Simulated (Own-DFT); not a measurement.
## Calculated data, InAs (zincblende, strongly disordered by large displacements), GaP (zincblende, strongly disordered by large displacements)

All values are calculated (Own-DFT development build). A calculation, not a measurement: plane-wave PBE density functional theory by an unreviewed code, no spin, of a simulated periodic cell, stress positive in tension, free energy of the whole cell less one offset for each atom, forces on such cells passed a denser k mesh, this cell's mesh not checked; broken bonds can close the gap or carry spin, so checks made on this kind of crystal may not hold here; offsets are fitted by least squares, one for each functional and potential file, so energies compare only between cells with the same atoms and settings and are not formation energies; the far tail of each file's local potential was reset to the Coulomb form; each entry is a single point on an unrelaxed cell, so the pressure reflects the starting lattice, mostly measured values (interpolated for alloys), from which strain is counted, and rises with the displacements; printed positions are rounded, which can move forces by about a meV/angstrom; the program, named Own-DFT, is a retired in-house code; no spin-orbit coupling.

Settings shared by all entries: functional PBE; potential files PseudoDojo norm-conserving, scalar-relativistic, standard set; wave cutoff 42 hartree; occupations Fermi-Dirac; smearing width 0.1 eV; k mesh 3 x 3 x 3 centred on Gamma.

```json
{"entry": 1, "formula": "InAs", "kind": "zincblende, strongly disordered by large displacements", "structure": {"cell_angstrom": [[12.1166, 0.0, 0.0], [0.0, 12.1166, 0.0], [0.0, 0.0, 12.1166]], "atoms_fractional": [["In", 0.01302, 0.98021, 0.99213], ["In", 0.98566, 0.23894, 0.23729], ["In", 0.26542, 0.9986, 0.22701], ["In", 0.27321, 0.25869, 0.03444], ["As", 0.15501, 0.15024, 0.09195], ["As", 0.09896, 0.3458, 0.43274], ["As", 0.35695, 0.10236, 0.34344], ["As", 0.33294, 0.40761, 0.10019], ["In", 0.96804, 0.99925, 0.46827], ["In", 0.00681, 0.26841, 0.77894], ["In", 0.22439, 0.00616, 0.74959], ["In", 0.25259, 0.27025, 0.46024], ["As", 0.08644, 0.10859, 0.64266], ["As", 0.08614, 0.39442, 0.86495], ["As", 0.39238, 0.11358, 0.85246], ["As", 0.38477, 0.32794, 0.62729], ["In", 0.97886, 0.51024, 0.01073], ["In", 0.03285, 0.77551, 0.29416], ["In", 0.27873, 0.46846, 0.25049], ["In", 0.26644, 0.77898, 0.99772], ["As", 0.13678, 0.59442, 0.1573], ["As", 0.13664, 0.87459, 0.38658], ["As", 0.33954, 0.59905, 0.38045], ["As", 0.40799, 0.8999, 0.14218], ["In", 0.99432, 0.54061, 0.44884], ["In", 0.98799, 0.74617, 0.7226], ["In", 0.22928, 0.49379, 0.72255], ["In", 0.25379, 0.71679, 0.47087], ["As", 0.17702, 0.66712, 0.66854], ["As", 0.15317, 0.89032, 0.92816], ["As", 0.3409, 0.5883, 0.85177], ["As", 0.3829, 0.91185, 0.5913], ["In", 0.48179, 0.96511, 0.0034], ["In", 0.44713, 0.25575, 0.24618], ["In", 0.75103, 0.0126, 0.26992], ["In", 0.79921, 0.20208, 0.97414], ["As", 0.66047, 0.12306, 0.15313], ["As", 0.60023, 0.35962, 0.3834], ["As", 0.83225, 0.13345, 0.3984], ["As", 0.84995, 0.35463, 0.16661], ["In", 0.54882, 0.91491, 0.4592], ["In", 0.49313, 0.26517, 0.75714], ["In", 0.77192, 0.98216, 0.77232], ["In", 0.77109, 0.26306, 0.56039], ["As", 0.60737, 0.1142, 0.64715], ["As", 0.63595, 0.39527, 0.88524], ["As", 0.89259, 0.08502, 0.88671], ["As", 0.92008, 0.36041, 0.60827], ["In", 0.49562, 0.53304, 0.00301], ["In", 0.48033, 0.81891, 0.27664], ["In", 0.75521, 0.50206, 0.24471], ["In", 0.76022, 0.70452, 0.00666], ["As", 0.585, 0.60422, 0.13344], ["As", 0.6323, 0.89519, 0.31066], ["As", 0.87147, 0.6565, 0.39106], ["As", 0.95105, 0.86205, 0.16359], ["In", 0.48222, 0.47456, 0.43754], ["In", 0.46771, 0.77288, 0.75291], ["In", 0.76839, 0.54306, 0.74718], ["In", 0.77922, 0.79725, 0.51535], ["As", 0.65593, 0.6228, 0.61048], ["As", 0.668, 0.92282, 0.9096], ["As", 0.88876, 0.61784, 0.90451], ["As", 0.87482, 0.86863, 0.64118]]}, "settings": {"hardware": "one NVIDIA H200"}, "results": {"free_energy_of_cell_above_offsets [eV]": "45.561", "pressure [GPa]": 17.37, "stress_xx [GPa]": -18.38, "stress_yy [GPa]": -16.31, "stress_zz [GPa]": -17.43, "stress_yz [GPa]": -1.88, "stress_xz [GPa]": -3.75, "stress_xy [GPa]": 2.04, "force_element": ["In", "In", "In", "In", "As", "As", "As", "As", "In", "In", "In", "In", "As", "As", "As", "As", "In", "In", "In", "In", "As", "As", "As", "As", "In", "In", "In", "In", "As", "As", "As", "As", "In", "In", "In", "In", "As", "As", "As", "As", "In", "In", "In", "In", "As", "As", "As", "As", "In", "In", "In", "In", "As", "As", "As", "As", "In", "In", "In", "In", "As", "As", "As", "As"], "force_x [eV/angstrom]": [-2.699, 2.971, -6.433, 3.689, -8.366, -8.325, 2.91, 7.142, 1.643, -3.746, 1.166, 7.811, -0.491, 5.311, -1.186, -4.571, 4.592, -2.675, -4.811, 5.189, -1.147, 6.653, 5.206, -6.908, 5.049, 3.056, -0.282, -4.26, -1.448, -0.507, 2.765, -0.407, 4.972, 1.964, 8.461, -6.595, -2.996, 6.421, 1.503, -0.285, -4.305, 4.947, -0.535, -5.126, 1.706, 0.346, 4.96, 2.98, -4.156, -4.42, -2.435, -4.037, 5.445, 6.654, -4.448, -5.576, -4.083, 0.55, 0.409, -6.529, -2.271, -3.375, -0.431, 3.395], "force_y [eV/angstrom]": [1.738, -1.847, -1.139, -1.431, -7.394, 3.917, 3.043, 3.41, -0.179, -7.679, -0.302, -4.577, 0.781, 6.099, -0.804, 3.667, -5.124, -10.35, 1.759, -7.184, 1.552, 6.767, -3.385, -2.036, -4.81, -3.176, -5.951, 7.108, 3.607, 1.774, 3.071, -1.172, 5.277, 0.653, 2.042, 6.986, 3.558, -5.522, 1.996, -0.327, 2.625, -0.776, 1.994, -2.854, -0.452, -0.876, -1.943, 3.837, -4.146, -10.35, 2.194, 3.631, 4.95, -4.263, 3.241, 3.884, 4.609, -0.533, -2.315, -4.359, 1.583, -3.875, 3.526, 6.254], "force_z [eV/angstrom]": [4.868, 1.944, -2.477, -7.809, 4.027, -2.226, 5.848, -5.498, 1.488, -4.465, 0.589, 1.894, -1.199, 5.007, 1.97, -4.868, 5.956, -1.491, 7.556, 3.561, -0.669, 5.533, -4.146, -0.822, 2.852, 2.743, -0.915, 6.039, -1.551, -7.094, 2.864, 0.26, -9.126, -0.808, -1.801, 5.656, -4.543, -3.077, 0.569, -3.864, 10.91, 4.309, -5.466, -0.55, -0.802, -0.603, -5.037, 0.609, -7.242, 3.697, 1.705, 3.081, 7.018, -3.685, -3.32, -6.196, 4.57, -0.324, 1.164, -5.598, -1.817, 4.799, -7.472, 3.478], "wall_time [s]": 1229.0}}
{"entry": 2, "formula": "GaP", "kind": "zincblende, strongly disordered by large displacements", "structure": {"cell_angstrom": [[10.901, 0.0, 0.0], [0.0, 10.901, 0.0], [0.0, 0.0, 10.901]], "atoms_fractional": [["Ga", 0.9833, 0.01238, 0.03503], ["Ga", 0.98676, 0.27561, 0.31517], ["Ga", 0.2045, 0.01673, 0.26887], ["Ga", 0.20898, 0.22066, 0.97073], ["P", 0.14659, 0.05286, 0.11286], ["P", 0.15954, 0.35638, 0.37645], ["P", 0.45632, 0.11854, 0.37399], ["P", 0.36955, 0.33955, 0.12333], ["Ga", 0.00336, 0.03557, 0.52437], ["Ga", 0.00635, 0.29448, 0.74087], ["Ga", 0.22908, 0.00937, 0.66984], ["Ga", 0.23386, 0.28515, 0.50935], ["P", 0.11304, 0.16107, 0.63501], ["P", 0.13996, 0.36889, 0.83957], ["P", 0.39422, 0.03611, 0.90973], ["P", 0.3132, 0.40103, 0.60386], ["Ga", 0.99195, 0.4752, 0.99573], ["Ga", 0.95863, 0.71511, 0.26889], ["Ga", 0.25255, 0.50174, 0.23313], ["Ga", 0.21457, 0.76065, 0.00523], ["P", 0.08126, 0.60273, 0.11716], ["P", 0.10821, 0.87386, 0.36295], ["P", 0.31917, 0.58444, 0.39654], ["P", 0.40294, 0.91138, 0.09073], ["Ga", 0.01479, 0.48542, 0.51794], ["Ga", 0.99018, 0.74118, 0.77432], ["Ga", 0.23485, 0.51018, 0.82437], ["Ga", 0.28414, 0.73392, 0.4702], ["P", 0.09625, 0.61014, 0.61858], ["P", 0.10181, 0.91158, 0.89256], ["P", 0.33286, 0.64171, 0.88491], ["P", 0.37758, 0.90755, 0.64292], ["Ga", 0.53726, 0.97116, 0.97544], ["Ga", 0.48973, 0.2398, 0.21601], ["Ga", 0.76229, 0.99626, 0.27134], ["Ga", 0.73069, 0.26134, 0.02272], ["P", 0.59758, 0.12186, 0.11731], ["P", 0.68651, 0.36088, 0.31422], ["P", 0.84674, 0.11225, 0.39274], ["P", 0.85304, 0.41288, 0.2], ["Ga", 0.47375, 0.95184, 0.46782], ["Ga", 0.54583, 0.25865, 0.75215], ["Ga", 0.79705, 0.05644, 0.74027], ["Ga", 0.75083, 0.26408, 0.46661], ["P", 0.61341, 0.07245, 0.64233], ["P", 0.62868, 0.34215, 0.87198], ["P", 0.90797, 0.1505, 0.90872], ["P", 0.87566, 0.3697, 0.62636], ["Ga", 0.52166, 0.49801, 0.94025], ["Ga", 0.5008, 0.74841, 0.20056], ["Ga", 0.72981, 0.51738, 0.25944], ["Ga", 0.74118, 0.7105, 0.98621], ["P", 0.62515, 0.61466, 0.15827], ["P", 0.6268, 0.90969, 0.38541], ["P", 0.86646, 0.58713, 0.3331], ["P", 0.8744, 0.94344, 0.15339], ["Ga", 0.47501, 0.4613, 0.48639], ["Ga", 0.47192, 0.72573, 0.78699], ["Ga", 0.78523, 0.51142, 0.70725], ["Ga", 0.7117, 0.67055, 0.54293], ["P", 0.59484, 0.55621, 0.64418], ["P", 0.66135, 0.81355, 0.83151], ["P", 0.83257, 0.57214, 0.87733], ["P", 0.83158, 0.78508, 0.59308]]}, "settings": {"hardware": "one NVIDIA H100"}, "results": {"free_energy_of_cell_above_offsets [eV]": "47.129", "pressure [GPa]": 21.57, "stress_xx [GPa]": -23.15, "stress_yy [GPa]": -22.36, "stress_zz [GPa]": -19.19, "stress_yz [GPa]": -1.59, "stress_xz [GPa]": -3.24, "stress_xy [GPa]": -1.88, "force_element": ["Ga", "Ga", "Ga", "Ga", "P", "P", "P", "P", "Ga", "Ga", "Ga", "Ga", "P", "P", "P", "P", "Ga", "Ga", "Ga", "Ga", "P", "P", "P", "P", "Ga", "Ga", "Ga", "Ga", "P", "P", "P", "P", "Ga", "Ga", "Ga", "Ga", "P", "P", "P", "P", "Ga", "Ga", "Ga", "Ga", "P", "P", "P", "P", "Ga", "Ga", "Ga", "Ga", "P", "P", "P", "P", "Ga", "Ga", "Ga", "Ga", "P", "P", "P", "P"], "force_x [eV/angstrom]": [0.553, -1.408, 5.058, 1.849, 1.246, -5.732, -2.596, -4.408, -1.693, -2.986, -2.762, 0.906, 0.604, -1.808, -9.907, 5.857, -1.376, 6.175, -0.903, -0.44, 2.607, -0.65, 3.954, -4.9, -2.235, -0.487, 0.855, -3.527, 3.949, 0.391, 2.702, 3.632, 12.69, 1.427, -7.3, 1.962, 4.367, -5.602, 4.348, 8.392, -4.399, -5.617, 0.477, -0.764, -0.143, 5.375, -1.636, -1.259, -1.032, -2.6, -9.068, -0.99, -2.7, 3.705, 3.591, 0.672, 1.107, 3.148, -2.424, -3.756, -3.54, -0.828, 3.485, 6.389], "force_y [eV/angstrom]": [1.194, -1.346, -0.527, -1.414, 5.069, 5.169, 1.911, 4.519, -2.441, -3.523, 0.697, -12.01, 0.58, -4.589, 4.466, 6.693, -1.651, 9.138, -1.485, 1.207, 2.326, -2.016, -6.633, -2.39, -3.488, -0.15, 2.364, 9.83, 5.127, -1.643, 2.896, -4.552, -2.901, 0.072, 1.863, -1.361, -2.779, -8.066, 1.708, -7.861, -0.049, -6.735, -0.411, -0.121, 2.007, 5.257, 2.243, -2.49, 1.542, 3.185, 7.066, 0.792, 1.933, -4.517, -2.567, -8.762, -0.601, 1.755, 1.291, -2.327, -0.699, 2.173, 0.258, 5.771], "force_z [eV/angstrom]": [-5.594, -0.944, 7.775, 1.906, -7.309, -8.975, 0.482, -3.809, -1.587, 0.83, 2.633, 2.873, -1.016, 5.025, -4.802, 7.699, -1.338, -4.443, -2.892, 1.323, 1.476, 2.56, -2.945, 3.222, -4.425, -0.463, -5.243, 4.555, 4.185, -2.063, 3.896, -0.194, 0.164, 3.82, 1.837, 1.236, -1.662, 1.718, 2.129, -5.827, 3.308, -8.5, 0.243, 4.521, 0.102, 5.55, -1.614, -4.525, 2.037, 1.798, 0.547, 2.409, -7.424, -2.049, 10.81, -1.48, -0.487, -2.596, -0.701, -4.203, 0.754, -0.074, 3.273, 2.486], "wall_time [s]": 627.4}}
{"entry": 3, "formula": "GaP", "kind": "zincblende, strongly disordered by large displacements", "structure": {"cell_angstrom": [[10.901, 0.0, 0.0], [0.0, 10.901, 0.0], [0.0, 0.0, 10.901]], "atoms_fractional": [["Ga", 0.016, 0.99985, 0.9865], ["Ga", 0.0075, 0.28948, 0.25134], ["Ga", 0.26685, 0.00205, 0.26281], ["Ga", 0.2492, 0.2878, 0.99785], ["P", 0.13439, 0.11892, 0.11512], ["P", 0.13478, 0.35998, 0.36862], ["P", 0.39605, 0.09684, 0.36441], ["P", 0.34911, 0.33965, 0.14321], ["Ga", 0.98626, 0.00124, 0.52532], ["Ga", 0.01677, 0.25222, 0.71748], ["Ga", 0.23387, 0.95706, 0.73113], ["Ga", 0.23306, 0.22726, 0.48571], ["P", 0.12343, 0.11152, 0.64134], ["P", 0.13397, 0.34879, 0.86398], ["P", 0.39994, 0.125, 0.85876], ["P", 0.36332, 0.36372, 0.62292], ["Ga", 0.9884, 0.47922, 0.98709], ["Ga", 0.98633, 0.72504, 0.24062], ["Ga", 0.26553, 0.49498, 0.24336], ["Ga", 0.20849, 0.78163, 0.01427], ["P", 0.13647, 0.60537, 0.11837], ["P", 0.12927, 0.85106, 0.38295], ["P", 0.38501, 0.63915, 0.37499], ["P", 0.3846, 0.88641, 0.10671], ["Ga", 0.00677, 0.46582, 0.50323], ["Ga", 0.99562, 0.80084, 0.76572], ["Ga", 0.21387, 0.49819, 0.76206], ["Ga", 0.25881, 0.76143, 0.52038], ["P", 0.13233, 0.65628, 0.64691], ["P", 0.14287, 0.86123, 0.85846], ["P", 0.38202, 0.60908, 0.84545], ["P", 0.38424, 0.87573, 0.62102], ["Ga", 0.48178, 0.98618, 0.98214], ["Ga", 0.51457, 0.21823, 0.25562], ["Ga", 0.76691, 0.00252, 0.25599], ["Ga", 0.72159, 0.26981, 0.02899], ["P", 0.6702, 0.10405, 0.09976], ["P", 0.63605, 0.38316, 0.35946], ["P", 0.91712, 0.12842, 0.36466], ["P", 0.89742, 0.37563, 0.11324], ["Ga", 0.50698, 0.02927, 0.49875], ["Ga", 0.48467, 0.26122, 0.7377], ["Ga", 0.76719, 0.01311, 0.74038], ["Ga", 0.75331, 0.27841, 0.5337], ["P", 0.61722, 0.1112, 0.65682], ["P", 0.63798, 0.34289, 0.85877], ["P", 0.84024, 0.15421, 0.88707], ["P", 0.8726, 0.3564, 0.66017], ["Ga", 0.5316, 0.50996, 0.99289], ["Ga", 0.45894, 0.75107, 0.24488], ["Ga", 0.76028, 0.50443, 0.23578], ["Ga", 0.76161, 0.72776, 0.01488], ["P", 0.63223, 0.63888, 0.13731], ["P", 0.65106, 0.87205, 0.39534], ["P", 0.87549, 0.59486, 0.35184], ["P", 0.86581, 0.88141, 0.12263], ["Ga", 0.46701, 0.48488, 0.46085], ["Ga", 0.48761, 0.76787, 0.74164], ["Ga", 0.73789, 0.46311, 0.75638], ["Ga", 0.75816, 0.74867, 0.50839], ["P", 0.60731, 0.65682, 0.64283], ["P", 0.6275, 0.86461, 0.89603], ["P", 0.8873, 0.64196, 0.88445], ["P", 0.84737, 0.87404, 0.61445]]}, "settings": {"hardware": "one NVIDIA H100"}, "results": {"free_energy_of_cell_above_offsets [eV]": "0.035", "pressure [GPa]": 9.53, "stress_xx [GPa]": -9.36, "stress_yy [GPa]": -8.31, "stress_zz [GPa]": -10.92, "stress_yz [GPa]": 2.36, "stress_xz [GPa]": -2.6, "stress_xy [GPa]": -1.2, "force_element": ["Ga", "Ga", "Ga", "Ga", "P", "P", "P", "P", "Ga", "Ga", "Ga", "Ga", "P", "P", "P", "P", "Ga", "Ga", "Ga", "Ga", "P", "P", "P", "P", "Ga", "Ga", "Ga", "Ga", "P", "P", "P", "P", "Ga", "Ga", "Ga", "Ga", "P", "P", "P", "P", "Ga", "Ga", "Ga", "Ga", "P", "P", "P", "P", "Ga", "Ga", "Ga", "Ga", "P", "P", "P", "P", "Ga", "Ga", "Ga", "Ga", "P", "P", "P", "P"], "force_x [eV/angstrom]": [-1.654, -1.295, -3.685, 0.363, 0.478, 2.538, -1.62, 4.854, 0.968, 0.593, 3.472, 2.073, 1.43, -3.867, -3.37, -2.038, 3.138, 1.377, -0.123, 2.935, -1.28, -0.665, -3.77, -3.947, -0.697, -4.53, 2.343, -0.693, -1.816, -0.796, -0.108, 0.363, 3.765, 1.52, 0.247, 1.931, -3.702, -0.847, -1.861, -4.424, 2.971, 1.744, -0.434, -2.609, -0.823, -3.184, 3.229, 1.501, -1.267, 3.964, -2.251, -0.496, -1.919, -2.538, 2.29, 2.355, 2.399, 0.551, 0.747, -1.729, 3.224, 0.431, 0.358, 3.887], "force_y [eV/angstrom]": [0.653, -4.474, -2.54, -4.953, 1.135, 3.005, 3.428, 1.353, -0.284, -1.307, 4.253, -1.06, -1.541, 1.412, -0.281, 1.691, 3.16, 1.507, 1.174, -2.976, 0.794, 1.497, -1.201, -2.188, 1.857, -3.488, 1.702, -1.607, -1.81, 1.557, 0.058, 3.193, 2.313, 1.35, 0.45, 2.417, -2.491, -1.455, 0.354, -1.144, -3.341, -1.03, -0.649, -3.116, 2.482, -0.34, -1.894, 3.495, -0.14, 2.093, -2.075, 2.298, -1.229, 2.036, 2.008, -1.491, -1.635, -0.145, 6.407, -5.06, -4.478, -0.157, -1.795, 2.243], "force_z [eV/angstrom]": [0.325, -1.688, -2.647, -0.877, 0.736, 1.965, 0.661, 2.834, -2.153, 3.84, -1.888, 1.344, -2.086, -1.265, 1.009, -2.577, -2.932, -0.602, 1.031, 3.404, -0.567, -0.62, 1.656, 3.089, 0.485, -3.044, -1.162, -1.85, -0.544, 3.271, 1.73, -1.885, -2.083, -1.829, 1.763, -0.266, 2.18, 1.281, 0.682, 1.503, 3.036, 0.471, 2.959, -3.769, -2.572, 2.89, -1.406, -1.746, -0.906, -2.322, -2.279, -0.626, 0.587, -2.299, 5.335, -0.635, 2.355, 4.573, -0.864, -1.768, -2.957, -1.752, -1.621, 3.093], "wall_time [s]": 570.0}}
{"entry": 4, "formula": "GaP", "kind": "zincblende, strongly disordered by large displacements", "structure": {"cell_angstrom": [[10.901, 0.0, 0.0], [0.0, 10.901, 0.0], [0.0, 0.0, 10.901]], "atoms_fractional": [["Ga", 0.99322, 0.00852, 0.98604], ["Ga", 0.0077, 0.26602, 0.24092], ["Ga", 0.26947, 0.98548, 0.25498], ["Ga", 0.28321, 0.25673, 0.03282], ["P", 0.14391, 0.09293, 0.10222], ["P", 0.11766, 0.3529, 0.38024], ["P", 0.37374, 0.12125, 0.37766], ["P", 0.35165, 0.38322, 0.15046], ["Ga", 0.00897, 0.00612, 0.4869], ["Ga", 0.98984, 0.26596, 0.76532], ["Ga", 0.25258, 0.9803, 0.75544], ["Ga", 0.25291, 0.24986, 0.45776], ["P", 0.13134, 0.13297, 0.6094], ["P", 0.15369, 0.37886, 0.91068], ["P", 0.38638, 0.13479, 0.9012], ["P", 0.38919, 0.3788, 0.63054], ["Ga", 0.99733, 0.48125, 0.0077], ["Ga", 0.0028, 0.76338, 0.24928], ["Ga", 0.22088, 0.48764, 0.23364], ["Ga", 0.22143, 0.74801, 0.00108], ["P", 0.10789, 0.62549, 0.10703], ["P", 0.12667, 0.89939, 0.33935], ["P", 0.35942, 0.60419, 0.39184], ["P", 0.37036, 0.86343, 0.15778], ["Ga", 0.00242, 0.50127, 0.53829], ["Ga", 0.00117, 0.72524, 0.77509], ["Ga", 0.24737, 0.49004, 0.77531], ["Ga", 0.25176, 0.731, 0.47698], ["P", 0.13421, 0.62236, 0.60419], ["P", 0.11895, 0.92293, 0.87746], ["P", 0.35674, 0.61525, 0.86084], ["P", 0.37017, 0.88041, 0.61136], ["Ga", 0.5048, 0.01327, 0.99325], ["Ga", 0.49555, 0.25033, 0.25287], ["Ga", 0.73684, 0.00416, 0.239], ["Ga", 0.73124, 0.2328, 0.01922], ["P", 0.62568, 0.13226, 0.13613], ["P", 0.62908, 0.35743, 0.40027], ["P", 0.85933, 0.14545, 0.35521], ["P", 0.86411, 0.37705, 0.11401], ["Ga", 0.48323, 0.98944, 0.48242], ["Ga", 0.48871, 0.26372, 0.77446], ["Ga", 0.79075, 0.01356, 0.71113], ["Ga", 0.7598, 0.26749, 0.49898], ["P", 0.61085, 0.12115, 0.61977], ["P", 0.65015, 0.36476, 0.89901], ["P", 0.84202, 0.14789, 0.88056], ["P", 0.88261, 0.39112, 0.62471], ["Ga", 0.51142, 0.51815, 0.00749], ["Ga", 0.52227, 0.7356, 0.25885], ["Ga", 0.76991, 0.50037, 0.21812], ["Ga", 0.74722, 0.75279, 0.98085], ["P", 0.63999, 0.6457, 0.14491], ["P", 0.62685, 0.88485, 0.3791], ["P", 0.90502, 0.64684, 0.38499], ["P", 0.86552, 0.89211, 0.11283], ["Ga", 0.49494, 0.49951, 0.53013], ["Ga", 0.47399, 0.76322, 0.77776], ["Ga", 0.75368, 0.4994, 0.7556], ["Ga", 0.733, 0.75149, 0.49647], ["P", 0.64328, 0.62431, 0.66693], ["P", 0.64187, 0.87398, 0.86317], ["P", 0.85367, 0.647, 0.85904], ["P", 0.88543, 0.86934, 0.61258]]}, "settings": {"hardware": "one NVIDIA H100"}, "results": {"free_energy_of_cell_above_offsets [eV]": "-6.696", "pressure [GPa]": 8.82, "stress_xx [GPa]": -10.15, "stress_yy [GPa]": -9.08, "stress_zz [GPa]": -7.22, "stress_yz [GPa]": -0.16, "stress_xz [GPa]": 3.09, "stress_xy [GPa]": 0.96, "force_element": ["Ga", "Ga", "Ga", "Ga", "P", "P", "P", "P", "Ga", "Ga", "Ga", "Ga", "P", "P", "P", "P", "Ga", "Ga", "Ga", "Ga", "P", "P", "P", "P", "Ga", "Ga", "Ga", "Ga", "P", "P", "P", "P", "Ga", "Ga", "Ga", "Ga", "P", "P", "P", "P", "Ga", "Ga", "Ga", "Ga", "P", "P", "P", "P", "Ga", "Ga", "Ga", "Ga", "P", "P", "P", "P", "Ga", "Ga", "Ga", "Ga", "P", "P", "P", "P"], "force_x [eV/angstrom]": [-3.752, -1.2, -0.122, -2.9, 0.181, -2.099, 1.076, 6.551, -0.909, 1.375, 1.816, 1.367, 0.01, -2.398, -2.144, -3.852, 0.021, -0.405, -2.439, 2.316, -1.129, -2.3, 3.408, 3.316, 1.204, 3.714, -1.247, -2.012, 0.998, 0.453, 2.54, -0.712, 2.129, 0.283, 1.643, 2.118, -3.852, -3.432, 1.502, 1.966, 1.771, 1.943, -2.77, 1.572, 1.091, -2.866, 3.187, -2.927, -0.331, -4.066, -1.938, -0.652, 1.858, -0.392, -2.242, 0.429, 3.208, 1.686, 1.38, 1.721, -4.238, -2.374, 0.442, 1.426], "force_y [eV/angstrom]": [2.583, -2.669, 4.646, -3.649, 2.771, 4.811, -0.37, 0.717, 0.298, -0.57, 3.145, -0.793, 0.139, -1.805, 0.443, -2.55, 1.423, 0.254, 2.81, 1.928, -0.373, -2.595, -2.361, -3.194, 1.25, 3.243, -1.626, 4.776, 0.98, -6.218, 3.432, -2.221, -3.011, 0.688, -0.522, 1.844, -1.54, 4.062, -1.103, -3.552, 1.119, -0.619, 1.154, -3.12, 0.497, 2.811, -2.063, -3.104, -0.543, 2.223, 2.622, 1.338, -2.53, -0.769, -1.909, -1.431, 2.207, 0.367, -3.038, -0.853, 2.896, 2.197, -3.93, -1.044], "force_z [eV/angstrom]": [2.048, -1.514, -0.374, -2.467, 1.671, -0.551, -2.265, 0.086, -0.339, -0.07, -2.719, 4.587, 1.471, -0.759, -2.569, 1.84, -1.771, -1.698, 3.241, -1.13, 2.52, 3.993, -3.347, -4.554, -4.765, -3.409, -4.808, 1.262, 4.388, -0.569, 3.944, 1.29, 1.694, 1.287, 1.494, -0.041, 0.928, -3.573, 0.582, -1.094, 1.675, -0.898, 1.047, 2.228, 0.498, -2.004, -2.059, 2.667, 0.026, 3.03, 4.915, 3.482, -3.971, -0.905, 0.268, 0.016, -1.824, -1.591, 1.349, 1.305, -3.818, -0.548, 1.746, -0.575], "wall_time [s]": 558.7}}
```
